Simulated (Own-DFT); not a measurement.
# Strain and stress in diamond-structure SiGeSn with randomly placed atoms, 64 atoms (Ge40Si16Sn8)

All numbers below are calculated, not measured. The program, named Own-DFT, is a retired in-house plane-wave density functional code that no person has reviewed. Each row is one single-point run on a periodic cell that was not relaxed, without spin or spin-orbit coupling.

Settings of every run: PBE; PseudoDojo norm-conserving scalar-relativistic files; cutoff 49 hartree; 3 x 3 x 3 k mesh centred on Gamma; Fermi-Dirac smearing of 0.1 eV.

Known limits: forces on such cells moved up to 12 meV/angstrom on a denser k mesh; stress not checked against mesh or cutoff.

Unstrained cell vectors in Å: (11.410, 0.000, 0.000); (0.000, 11.410, 0.000); (0.000, 0.000, 11.410). The unstrained cell has measured lattice constants (interpolated for alloys), not those of this functional. That, the random moves and any unrelaxed bonds set the pressure at no strain. Each run strains this cell uniformly, with the atoms carried along. Every atom was also moved at random, by a Gaussian of width 0.05 Å on each axis. The random placing of the alloy's atoms differs from row to row. Strain is the symmetric tensor, in per cent. Stress is positive in tension, and the pressure is minus a third of its trace.

```
run  e_xx (%)  e_yy (%)  e_zz (%)  s_xx (GPa)  s_yy (GPa)  s_zz (GPa)  P (GPa)  E (meV/atom)
  1     -2.00     -2.00      0.00       -8.96       -8.95       -7.38     8.43          78.6
  2      2.00      2.00      0.00       -1.38       -1.48       -2.61     1.82           8.8
  3      2.50      2.50      0.00       -0.63       -0.65       -2.05     1.11           0.0
  4     -0.50     -0.50      0.00       -6.02       -6.05       -5.98     6.02          64.9
  5      0.50      0.50      0.00       -3.96       -4.03       -4.25     4.08          28.0
  6     -1.50     -1.50      0.00       -7.52       -7.56       -6.44     7.17          45.4
  7      1.50      1.50      0.00       -2.25       -2.33       -3.26     2.61          19.0
  8     -1.25     -1.25      0.00       -7.43       -7.46       -6.53     7.14          65.7
  9     -1.00     -1.00      0.00           ?           ?           ?        ?             ?
```

E is the free energy for each atom above the lowest run shown.

## Worked fit

The change of volume is close to e_xx + e_yy + e_zz. A straight line through the runs shown gives P = 5.07 - 80 x (fractional change of volume) GPa, with an error of 2 on the slope and a scatter of 0.18 GPa. The strain isn't the same on all axes, but the crystal is cubic, so the slope still estimates the bulk modulus, averaged over pressures from 1.1 to 8.4 GPa.

## Withheld run

Question: what pressure should run 9 give? Its volume changes by -1.99 %.

The line gives 6.7 GPa. The calculation gave 6.01 GPa. This run lies off the fit, by chance or by something that the fit leaves out.
